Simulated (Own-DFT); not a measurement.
# Computed records: AlGa3N4 (wurtzite random alloy, strained, atoms displaced)

All values are calculated (Own-DFT development build). A calculation, not a measurement: plane-wave PBE density functional theory by an unreviewed code, no spin, of a simulated periodic cell, stress positive in tension, free energy of the whole cell less one offset for each atom, forces on such cells passed a denser k mesh, this cell's mesh not checked; offsets are fitted by least squares, one for each functional and potential file, so energies compare only between cells with the same atoms and settings and are not formation energies; the far tail of each file's local potential was reset to the Coulomb form; each entry is a single point on an unrelaxed cell, so the pressure reflects the starting lattice, mostly measured values, from which strain is counted, and rises with the displacements; printed positions are rounded, which can move forces by about a meV/angstrom; the program is a retired in-house code; no spin-orbit coupling.

Common to all runs: functional PBE; potential files PseudoDojo norm-conserving, scalar-relativistic, standard set with the stringent files for Ga; wave cutoff 96 hartree; occupations Gaussian; smearing width 0.01 eV; k mesh 4 x 4 x 3 centred on Gamma.

```json
{"entry": 1, "formula": "AlGa3N4", "kind": "wurtzite random alloy, strained, atoms displaced", "structure": {"cell_angstrom": [[9.5806, 0.0, 0.0], [-4.7903, 8.297, 0.0], [0.0, 0.0, 10.2685]], "atoms_fractional": [["Ga", 0.10183, 0.2189, 0.00108], ["Al", 0.21911, 0.1179, 0.2495], ["N", 0.11381, 0.21527, 0.19349], ["N", 0.22445, 0.10489, 0.4403], ["Ga", 0.1064, 0.22846, 0.50765], ["Ga", 0.2314, 0.10923, 0.75361], ["N", 0.12038, 0.22695, 0.69008], ["N", 0.23349, 0.12451, 0.9432], ["Ga", 0.1081, 0.54715, 0.00336], ["Ga", 0.21442, 0.44235, 0.25402], ["N", 0.11179, 0.55778, 0.18508], ["N", 0.21027, 0.43798, 0.43901], ["Ga", 0.11952, 0.5599, 0.49833], ["Al", 0.22489, 0.44688, 0.73626], ["N", 0.10255, 0.55412, 0.69113], ["N", 0.2125, 0.43901, 0.93711], ["Ga", 0.099, 0.88231, 0.99473], ["Ga", 0.21617, 0.77304, 0.24455], ["N", 0.11982, 0.90337, 0.18278], ["N", 0.21847, 0.77745, 0.44153], ["Ga", 0.12068, 0.89107, 0.4936], ["Ga", 0.22193, 0.77718, 0.74786], ["N", 0.10618, 0.87966, 0.68818], ["N", 0.2141, 0.76927, 0.94345], ["Ga", 0.43902, 0.21549, 0.99602], ["Al", 0.55848, 0.11821, 0.25129], ["N", 0.44394, 0.22098, 0.18719], ["N", 0.55742, 0.10601, 0.43767], ["Al", 0.45971, 0.22702, 0.50497], ["Ga", 0.56104, 0.11256, 0.75974], ["N", 0.44209, 0.22057, 0.69546], ["N", 0.56976, 0.12022, 0.93728], ["Ga", 0.4425, 0.55514, 0.00534], ["Al", 0.56096, 0.45209, 0.24812], ["N", 0.44628, 0.55733, 0.18905], ["N", 0.55094, 0.44268, 0.44558], ["Ga", 0.44249, 0.55849, 0.50185], ["Ga", 0.54737, 0.43852, 0.75638], ["N", 0.44753, 0.57003, 0.69191], ["N", 0.5553, 0.44478, 0.9377], ["Ga", 0.43098, 0.88299, 0.99543], ["Ga", 0.56041, 0.78339, 0.25676], ["N", 0.45087, 0.88421, 0.19077], ["N", 0.54676, 0.77022, 0.43968], ["Ga", 0.44949, 0.88736, 0.51123], ["Ga", 0.56694, 0.78129, 0.75132], ["N", 0.43812, 0.88334, 0.68593], ["N", 0.54842, 0.76947, 0.94281], ["Ga", 0.78492, 0.2265, 0.00064], ["Ga", 0.89021, 0.11597, 0.24862], ["N", 0.7746, 0.22503, 0.18309], ["N", 0.88369, 0.10098, 0.44127], ["Al", 0.77349, 0.22506, 0.50129], ["Ga", 0.88545, 0.10525, 0.74692], ["N", 0.78832, 0.23085, 0.68191], ["N", 0.88514, 0.1196, 0.94296], ["Al", 0.78657, 0.56083, 0.99463], ["Al", 0.87853, 0.4438, 0.24179], ["N", 0.78406, 0.55186, 0.18472], ["N", 0.89361, 0.44954, 0.43934], ["Ga", 0.77504, 0.55359, 0.49985], ["Ga", 0.88827, 0.44406, 0.74657], ["N", 0.78271, 0.5668, 0.6896], ["N", 0.88298, 0.43672, 0.94217], ["Ga", 0.7744, 0.8881, 0.99328], ["Ga", 0.88876, 0.77263, 0.25347], ["N", 0.77317, 0.88795, 0.19237], ["N", 0.87742, 0.76924, 0.44318], ["Al", 0.77836, 0.89002, 0.5064], ["Ga", 0.88781, 0.78512, 0.74588], ["N", 0.77452, 0.88902, 0.68593], ["N", 0.88639, 0.77759, 0.93938]]}, "results": {"free_energy_of_cell_above_offsets [eV]": "-9.618", "pressure [GPa]": 3.95, "stress_xx [GPa]": -2.45, "stress_yy [GPa]": -3.39, "stress_zz [GPa]": -6.02, "stress_yz [GPa]": 0.23, "stress_xz [GPa]": -0.06, "stress_xy [GPa]": 0.54, "force_element": ["Ga", "Al", "N", "N", "Ga", "Ga", "N", "N", "Ga", "Ga", "N", "N", "Ga", "Al", "N", "N", "Ga", "Ga", "N", "N", "Ga", "Ga", "N", "N", "Ga", "Al", "N", "N", "Al", "Ga", "N", "N", "Ga", "Al", "N", "N", "Ga", "Ga", "N", "N", "Ga", "Ga", "N", "N", "Ga", "Ga", "N", "N", "Ga", "Ga", "N", "N", "Al", "Ga", "N", "N", "Al", "Al", "N", "N", "Ga", "Ga", "N", "N", "Ga", "Ga", "N", "N", "Al", "Ga", "N", "N"], "force_x [eV/angstrom]": [1.33, 2.554, -1.81, 0.137, 1.045, -1.745, -0.487, -2.369, -0.264, 0.981, -1.09, 1.355, -1.929, -0.784, 2.373, 1.152, 1.564, 0.732, -0.518, 1.785, -1.929, -0.447, -0.002, -0.602, 2.019, -0.276, 0.04, -0.182, -1.702, 0.051, 1.713, -1.346, -0.353, -0.354, 0.319, 0.269, 0.222, 0.469, -0.192, 0.871, 1.662, -0.267, -1.93, 1.243, -0.903, -2.241, 1.022, 0.067, -1.513, -0.18, 0.04, -1.024, 1.219, 0.383, -0.798, 1.706, -1.0, 2.423, -2.078, -0.476, 0.397, -0.75, -0.621, -0.465, -0.664, -0.228, 1.353, 0.1, -0.047, 1.083, 0.606, -0.716], "force_y [eV/angstrom]": [0.791, -1.055, 1.358, 2.312, -2.171, -0.739, -0.294, -2.561, 0.132, 0.169, -1.445, 0.839, 0.018, 0.393, -0.017, 0.23, 1.549, 1.695, -1.102, -0.273, -0.37, -0.853, 1.603, 0.535, 1.737, -1.423, 0.74, 1.434, -1.146, -0.026, 0.282, -1.612, -1.128, -1.125, -0.645, -0.614, -0.94, 1.489, -2.338, 0.569, 0.787, -0.82, 1.686, 1.422, 0.038, -0.344, 1.088, 1.416, -0.157, -0.906, 0.278, 1.004, -0.014, 2.0, -1.558, -2.334, -1.361, -0.472, 0.624, -1.52, -0.041, 0.664, -1.673, 2.24, 0.185, 1.215, 0.356, 1.66, -0.838, -0.871, 0.776, -0.525], "force_z [eV/angstrom]": [0.006, 0.976, -0.646, -0.538, -1.27, -0.278, 0.931, -1.117, -1.274, -1.079, 1.433, 0.328, 0.572, 2.244, -0.536, -0.98, 0.761, 0.56, 0.945, -0.98, 0.951, 0.674, 0.191, -1.066, 1.413, -0.68, 1.171, 0.38, -0.552, -2.26, -1.699, 1.162, -0.825, -0.005, 1.494, -1.394, -0.02, -1.079, -0.424, 1.445, 1.333, -0.948, -0.355, 1.23, -3.102, 1.021, 2.77, -1.078, 0.324, 0.503, 2.055, 0.545, -1.209, 0.433, 0.377, -1.567, 0.13, 1.478, -0.563, -1.211, 0.489, 0.818, 0.43, -0.747, 1.849, -0.345, -0.855, -0.143, -2.172, 0.265, -0.012, -0.678]}}
{"entry": 2, "formula": "AlGa3N4", "kind": "wurtzite random alloy, strained, atoms displaced", "structure": {"cell_angstrom": [[9.5806, 0.0, 0.0], [-4.7903, 8.297, 0.0], [0.0, 0.0, 10.2685]], "atoms_fractional": [["Al", 0.11866, 0.21883, 0.0057], ["Ga", 0.22586, 0.11768, 0.2489], ["N", 0.11411, 0.22417, 0.18217], ["N", 0.22231, 0.10418, 0.43413], ["Ga", 0.10749, 0.22867, 0.49149], ["Ga", 0.21326, 0.11656, 0.75456], ["N", 0.11597, 0.22593, 0.69222], ["N", 0.22233, 0.11008, 0.94424], ["Ga", 0.10029, 0.55202, 0.00078], ["Ga", 0.20679, 0.43506, 0.24658], ["N", 0.11061, 0.55045, 0.1955], ["N", 0.21917, 0.44474, 0.43945], ["Ga", 0.11517, 0.54843, 0.50058], ["Ga", 0.2288, 0.45579, 0.75264], ["N", 0.11301, 0.55621, 0.67986], ["N", 0.22372, 0.45316, 0.93711], ["Ga", 0.11123, 0.88644, 0.99722], ["Ga", 0.22319, 0.77313, 0.24855], ["N", 0.11453, 0.89644, 0.19149], ["N", 0.22192, 0.77561, 0.43972], ["Ga", 0.11539, 0.88357, 0.50853], ["Ga", 0.23482, 0.78173, 0.75158], ["N", 0.108, 0.88409, 0.69492], ["N", 0.22676, 0.77714, 0.93361], ["Ga", 0.44321, 0.23043, 0.99222], ["Al", 0.55729, 0.10123, 0.25197], ["N", 0.44005, 0.22893, 0.19403], ["N", 0.55977, 0.1137, 0.43129], ["Ga", 0.44847, 0.23143, 0.49069], ["Al", 0.55862, 0.10839, 0.74441], ["N", 0.44171, 0.223, 0.68931], ["N", 0.55082, 0.10714, 0.93703], ["Ga", 0.44696, 0.55355, 0.00182], ["Al", 0.55239, 0.43836, 0.24282], ["N", 0.44402, 0.55139, 0.18537], ["N", 0.54618, 0.42526, 0.45096], ["Al", 0.4473, 0.56524, 0.50447], ["Ga", 0.54515, 0.43443, 0.74524], ["N", 0.4399, 0.55679, 0.68195], ["N", 0.559, 0.44593, 0.93198], ["Ga", 0.44705, 0.89385, 0.99533], ["Ga", 0.55098, 0.7623, 0.25409], ["N", 0.43967, 0.89138, 0.19061], ["N", 0.54793, 0.77034, 0.43449], ["Ga", 0.4509, 0.88537, 0.5057], ["Al", 0.55443, 0.78261, 0.75575], ["N", 0.45011, 0.89215, 0.68686], ["N", 0.55624, 0.78933, 0.93611], ["Ga", 0.7793, 0.21663, 0.99688], ["Ga", 0.88063, 0.11298, 0.24825], ["N", 0.77615, 0.22083, 0.18752], ["N", 0.8905, 0.10687, 0.44306], ["Al", 0.78377, 0.22956, 0.49044], ["Ga", 0.88994, 0.11057, 0.75183], ["N", 0.77398, 0.21441, 0.68952], ["N", 0.89104, 0.10832, 0.93495], ["Ga", 0.77504, 0.55888, 0.99807], ["Ga", 0.88094, 0.43155, 0.24197], ["N", 0.77742, 0.56029, 0.18632], ["N", 0.87743, 0.43386, 0.43935], ["Ga", 0.76759, 0.55529, 0.49588], ["Ga", 0.89571, 0.44793, 0.75058], ["N", 0.77189, 0.56498, 0.69301], ["N", 0.87919, 0.42956, 0.94586], ["Ga", 0.77649, 0.88214, 0.99273], ["Al", 0.89599, 0.79454, 0.25049], ["N", 0.77947, 0.89711, 0.18021], ["N", 0.88168, 0.76229, 0.44791], ["Ga", 0.78238, 0.89356, 0.49891], ["Al", 0.88433, 0.77802, 0.74899], ["N", 0.78001, 0.88731, 0.69221], ["N", 0.88288, 0.77281, 0.9371]]}, "results": {"free_energy_of_cell_above_offsets [eV]": "-8.888", "pressure [GPa]": 4.54, "stress_xx [GPa]": -0.87, "stress_yy [GPa]": -6.63, "stress_zz [GPa]": -6.13, "stress_yz [GPa]": 0.51, "stress_xz [GPa]": 0.31, "stress_xy [GPa]": 0.17, "force_element": ["Al", "Ga", "N", "N", "Ga", "Ga", "N", "N", "Ga", "Ga", "N", "N", "Ga", "Ga", "N", "N", "Ga", "Ga", "N", "N", "Ga", "Ga", "N", "N", "Ga", "Al", "N", "N", "Ga", "Al", "N", "N", "Ga", "Al", "N", "N", "Al", "Ga", "N", "N", "Ga", "Ga", "N", "N", "Ga", "Al", "N", "N", "Ga", "Ga", "N", "N", "Al", "Ga", "N", "N", "Ga", "Ga", "N", "N", "Ga", "Ga", "N", "N", "Ga", "Al", "N", "N", "Ga", "Al", "N", "N"], "force_x [eV/angstrom]": [-1.598, -0.043, -1.049, -0.994, 2.265, 2.056, -1.574, -0.819, 1.076, 2.028, -1.485, 2.082, -2.438, -0.375, -0.122, 0.5, -0.038, -0.93, -0.452, 0.794, -0.616, -1.672, -0.3, -0.899, 1.271, -1.481, 2.354, 0.973, -0.108, -1.088, 0.811, 0.089, -0.751, 0.295, 0.151, -1.649, 0.299, 0.488, 0.519, -0.934, -0.522, -0.501, 1.402, 1.261, -1.495, 1.083, 0.791, 0.877, -0.548, 1.597, -1.064, -1.643, -0.723, 0.178, -0.254, 1.127, 0.668, -0.766, -0.425, 0.792, 1.09, -1.37, 1.151, -0.161, -0.603, 0.261, 0.456, -0.25, 0.207, 0.784, -1.122, 1.084], "force_y [eV/angstrom]": [0.589, -0.847, -0.675, 0.48, -1.201, -1.129, 0.793, 0.291, 0.349, 0.746, 0.5, 0.319, 1.15, -1.228, 0.375, -1.501, -0.137, 0.723, -1.324, -0.364, 0.349, -0.444, 0.276, -0.499, -1.096, 0.946, -0.586, -0.448, -6.765, 1.074, -2.026, 1.293, 0.762, 1.127, -0.833, 7.905, -2.275, 1.672, 1.603, 0.315, -0.355, 1.776, -0.353, 0.215, 0.947, -0.562, 0.077, -1.716, -1.397, -0.566, -1.384, 1.122, -2.169, 0.313, 0.933, 0.465, -0.916, 2.514, 0.194, 1.553, -2.157, -0.454, -0.97, 2.278, 1.176, -1.476, -1.274, 3.546, -1.66, -0.192, -0.356, 0.593], "force_z [eV/angstrom]": [-1.977, 0.269, 0.824, 1.036, 1.695, -0.654, -1.07, -0.268, 0.162, 0.641, -1.38, -0.927, -1.263, -0.574, 2.236, 1.234, 0.471, 0.743, -0.517, 0.233, -0.755, -1.137, 0.633, 1.358, 1.258, -0.709, -1.216, 1.031, 2.279, 0.507, -0.085, -0.986, -1.11, 1.197, 1.1, -3.603, -0.993, -0.433, 1.142, 0.59, 1.563, -1.857, -0.494, 1.337, -1.956, -1.289, 1.22, -0.237, -0.097, 0.012, -0.32, -1.271, 1.783, -0.894, -1.159, 1.565, 0.14, 1.419, 1.054, -0.661, 1.45, -0.462, -0.188, -1.072, 0.353, 0.151, 1.662, -2.551, 0.867, -0.071, -0.06, -0.917]}}
{"entry": 3, "formula": "AlGa3N4", "kind": "wurtzite random alloy, strained, atoms displaced", "structure": {"cell_angstrom": [[9.5806, 0.0, 0.0], [-4.7903, 8.297, 0.0], [0.0, 0.0, 10.2685]], "atoms_fractional": [["Ga", 0.10754, 0.22365, 0.00218], ["Al", 0.22455, 0.10883, 0.24952], ["N", 0.11168, 0.23199, 0.18816], ["N", 0.22592, 0.11799, 0.4363], ["Al", 0.10486, 0.22342, 0.50469], ["Ga", 0.22229, 0.10892, 0.7469], ["N", 0.12433, 0.22855, 0.6889], ["N", 0.21913, 0.10319, 0.93738], ["Ga", 0.10654, 0.56318, 0.99961], ["Ga", 0.21981, 0.44473, 0.24506], ["N", 0.11681, 0.56283, 0.19003], ["N", 0.21759, 0.45179, 0.44719], ["Ga", 0.10935, 0.55389, 0.49505], ["Ga", 0.22321, 0.44441, 0.74601], ["N", 0.11051, 0.54835, 0.6869], ["N", 0.22577, 0.44744, 0.94036], ["Al", 0.11591, 0.89434, 0.98852], ["Al", 0.23012, 0.77926, 0.23756], ["N", 0.11304, 0.89652, 0.19913], ["N", 0.22203, 0.78179, 0.43631], ["Ga", 0.10868, 0.89168, 0.50347], ["Al", 0.22031, 0.77761, 0.7549], ["N", 0.11228, 0.88199, 0.68944], ["N", 0.22368, 0.77238, 0.9392], ["Ga", 0.44469, 0.22814, 0.00287], ["Ga", 0.55554, 0.11479, 0.26472], ["N", 0.44337, 0.21546, 0.18907], ["N", 0.5603, 0.1109, 0.43331], ["Ga", 0.45093, 0.22996, 0.49654], ["Ga", 0.5578, 0.10339, 0.75929], ["N", 0.43698, 0.21184, 0.68554], ["N", 0.55312, 0.11451, 0.93904], ["Ga", 0.44371, 0.55839, 0.00517], ["Ga", 0.55864, 0.44379, 0.24762], ["N", 0.4416, 0.55985, 0.18976], ["N", 0.56548, 0.4405, 0.44094], ["Ga", 0.44203, 0.5573, 0.50396], ["Al", 0.56299, 0.45365, 0.75002], ["N", 0.44579, 0.55108, 0.69472], ["N", 0.56464, 0.46178, 0.93746], ["Ga", 0.44488, 0.8846, 0.0054], ["Ga", 0.55423, 0.77952, 0.24426], ["N", 0.44159, 0.88343, 0.18728], ["N", 0.5515, 0.76783, 0.44212], ["Ga", 0.43988, 0.88573, 0.49959], ["Al", 0.56195, 0.79156, 0.75499], ["N", 0.44363, 0.88608, 0.69927], ["N", 0.55056, 0.77761, 0.93841], ["Ga", 0.78221, 0.22144, 0.00129], ["Ga", 0.8875, 0.11319, 0.24797], ["N", 0.77459, 0.21657, 0.19154], ["N", 0.89677, 0.11942, 0.44146], ["Ga", 0.7802, 0.22955, 0.50149], ["Ga", 0.89419, 0.1134, 0.75731], ["N", 0.78266, 0.2307, 0.68325], ["N", 0.88353, 0.1073, 0.93999], ["Ga", 0.77816, 0.55988, 0.99867], ["Ga", 0.89395, 0.44914, 0.24322], ["N", 0.76724, 0.55413, 0.19136], ["N", 0.89424, 0.446, 0.42982], ["Ga", 0.76778, 0.54995, 0.48764], ["Al", 0.88359, 0.4381, 0.74491], ["N", 0.78326, 0.55908, 0.68742], ["N", 0.88777, 0.43975, 0.9312], ["Ga", 0.78, 0.88982, 0.99594], ["Ga", 0.88987, 0.77976, 0.24956], ["N", 0.78687, 0.89104, 0.18849], ["N", 0.88852, 0.78524, 0.44924], ["Ga", 0.77611, 0.88251, 0.50791], ["Al", 0.88541, 0.77639, 0.7535], ["N", 0.76856, 0.87944, 0.69157], ["N", 0.88731, 0.78337, 0.93452]]}, "results": {"free_energy_of_cell_above_offsets [eV]": "-10.118", "pressure [GPa]": 4.11, "stress_xx [GPa]": -3.11, "stress_yy [GPa]": -2.7, "stress_zz [GPa]": -6.51, "stress_yz [GPa]": 0.11, "stress_xz [GPa]": -0.27, "stress_xy [GPa]": -0.58, "force_element": ["Ga", "Al", "N", "N", "Al", "Ga", "N", "N", "Ga", "Ga", "N", "N", "Ga", "Ga", "N", "N", "Al", "Al", "N", "N", "Ga", "Al", "N", "N", "Ga", "Ga", "N", "N", "Ga", "Ga", "N", "N", "Ga", "Ga", "N", "N", "Ga", "Al", "N", "N", "Ga", "Ga", "N", "N", "Ga", "Al", "N", "N", "Ga", "Ga", "N", "N", "Ga", "Ga", "N", "N", "Ga", "Ga", "N", "N", "Ga", "Al", "N", "N", "Ga", "Ga", "N", "N", "Ga", "Al", "N", "N"], "force_x [eV/angstrom]": [0.787, -0.886, 1.177, -0.875, 1.411, 0.426, -1.571, -0.29, 1.104, 0.181, -0.683, 2.228, -1.018, 0.303, -1.536, -0.823, -0.273, -1.832, 1.257, 0.003, 0.939, 0.696, -1.03, -1.521, 0.239, 0.42, -0.953, -0.199, -0.5, -0.993, 1.461, 0.634, -0.093, -1.928, 0.95, -3.579, 0.158, 0.057, 0.463, -0.406, -0.365, 1.135, -0.17, -0.021, 0.253, -0.457, -0.291, 0.999, -1.523, 0.823, -0.494, -0.516, 0.642, -0.055, 0.114, 0.612, 0.637, -0.405, 2.273, -1.191, 3.56, 0.446, -0.368, -0.473, -0.866, 0.384, -1.491, 0.76, -1.325, 0.607, 0.95, 1.911], "force_y [eV/angstrom]": [0.32, 0.961, -1.83, 0.29, 0.622, -0.146, -1.547, 1.261, -1.963, 0.614, 0.203, -2.217, 1.645, 0.658, 1.258, -0.371, -1.228, 0.47, -1.105, -0.187, 0.229, -0.999, -0.215, 1.941, 0.023, -0.604, 0.592, -0.203, -2.08, 1.3, 1.842, -0.31, -0.117, -0.74, -0.76, 0.012, -1.154, -1.166, 1.571, -1.731, 1.159, 0.1, 1.067, 1.79, -0.008, -2.38, -0.609, 0.482, 0.14, -0.233, 0.956, -1.005, -0.602, 0.198, -1.278, 0.521, -0.164, -0.582, 0.962, 0.132, 2.364, 1.673, -0.497, 0.568, -0.55, 0.089, -0.004, -1.449, 1.349, -0.319, 1.074, -0.084], "force_z [eV/angstrom]": [-0.608, 0.554, 0.272, -0.013, -0.797, 0.023, -0.383, 0.413, -0.287, 1.571, -0.615, -1.468, 0.945, 0.975, 0.795, -0.018, 1.56, 2.192, -2.336, -0.958, -0.867, -1.179, 1.413, -0.316, -0.99, -4.575, 0.475, 4.1, 1.063, -1.943, 0.769, 1.505, -1.139, 0.581, 0.539, -1.731, 0.386, -0.359, -0.138, -0.327, -1.164, 1.319, 0.867, -0.811, 0.555, -0.299, -0.846, -0.153, 0.242, 1.116, -0.61, 0.129, -1.128, -2.089, 1.695, 0.175, -0.072, 0.283, -0.911, 0.501, 2.12, -0.058, 0.525, 0.499, 0.943, 1.027, -0.401, -1.673, -1.032, -1.542, 1.417, 0.288]}}
```
